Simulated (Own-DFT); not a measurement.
# Which defects push the lattice out? 2H SiC

No measurement is shown. These are fixed-geometry runs of a retired plane-wave code named Own-DFT, which no person has reviewed; spin and spin-orbit coupling are neglected.

All runs used: PBE; PseudoDojo norm-conserving scalar-relativistic files; cutoff 42 hartree; 4 x 4 x 3 k mesh centred on Gamma; Fermi-Dirac smearing of 0.1 eV.

Keep in mind (not all hold for every row): some atoms lie very close together; not probed for a lower state with spin; forces on such cells moved up to 12 meV/angstrom on a denser k mesh; forces on such cells passed a denser k mesh, each cell not checked; stress not checked against mesh or cutoff.

All runs share one cell, with vectors in Å (9.248, 0.000, 0.000); (-4.624, 8.009, 0.000); (0.000, 0.000, 10.068) and a volume of 745.7 Å³. u is the rms random offset of the atoms per axis. The defect's site can differ from row to row.

| cell | formula | u (Å) | P (GPa) |
|---|---|---|---|
| no defect | C36Si36 | 0.0292 | 3.84 |
| no defect | C36Si36 | 0.0588 | 5.96 |
| no defect | C36Si36 | 0.0652 | 6.88 |
| one C vacancy | C35Si36 | 0.0296 | 3.51 |
| one C vacancy | C35Si36 | 0.0308 | 3.68 |
| one C vacancy | C35Si36 | 0.0308 | 3.76 |
| one Al on a Si site and one N on a C site | AlC35NSi35 | 0.0290 | ? |
| one Al on a Si site and one N on a C site | AlC35NSi35 | 0.0330 | 4.03 |
| one Al on a Si site and one N on a C site | AlC35NSi35 | 0.0499 | 5.08 |
| one Al on a Si site and one N on a C site | AlC35NSi35 | 0.0511 | 5.72 |
| one C on a Si site | C37Si35 | 0.0299 | 1.91 |
| one C on a Si site | C37Si35 | 0.0301 | 2.04 |
| one C on a Si site | C37Si35 | 0.0469 | 3.26 |
| one Si on a C site | C35Si37 | 0.0290 | 10.48 |
| one Si on a C site | C35Si37 | 0.0297 | 10.58 |
| one Si on a C site | C35Si37 | 0.0490 | 11.49 |

## Fit

P = P0 + c u² + a shift for each defect gives P0 = 3.10 GPa, c = 862 ± 59 GPa/Å² and a scatter of 0.19 GPa. The shifts, and each times the cell's volume:

- one Si on a C site: 6.57 ± 0.18 GPa, 30.6 eV
- one Al on a Si site and one N on a C site: 0.07 ± 0.16 GPa, 0.3 eV (not resolved)
- one C vacancy: -0.24 ± 0.19 GPa, -1.1 eV (not resolved)
- one C on a Si site: -1.84 ± 0.18 GPa, -8.6 eV

Against the defect-free cell, a freed cell would be larger where the shift is positive and smaller where it is negative (160.2 GPa Å³ is 1 eV). The atoms around the defects weren't relaxed, which would change these numbers.

## Prediction

The question: what pressure belongs in the blank (one Al on a Si site and one N on a C site, u = 0.0290 Å)?

Estimate: 3.89 ± 0.23 GPa. The hidden result is 3.92 GPa.
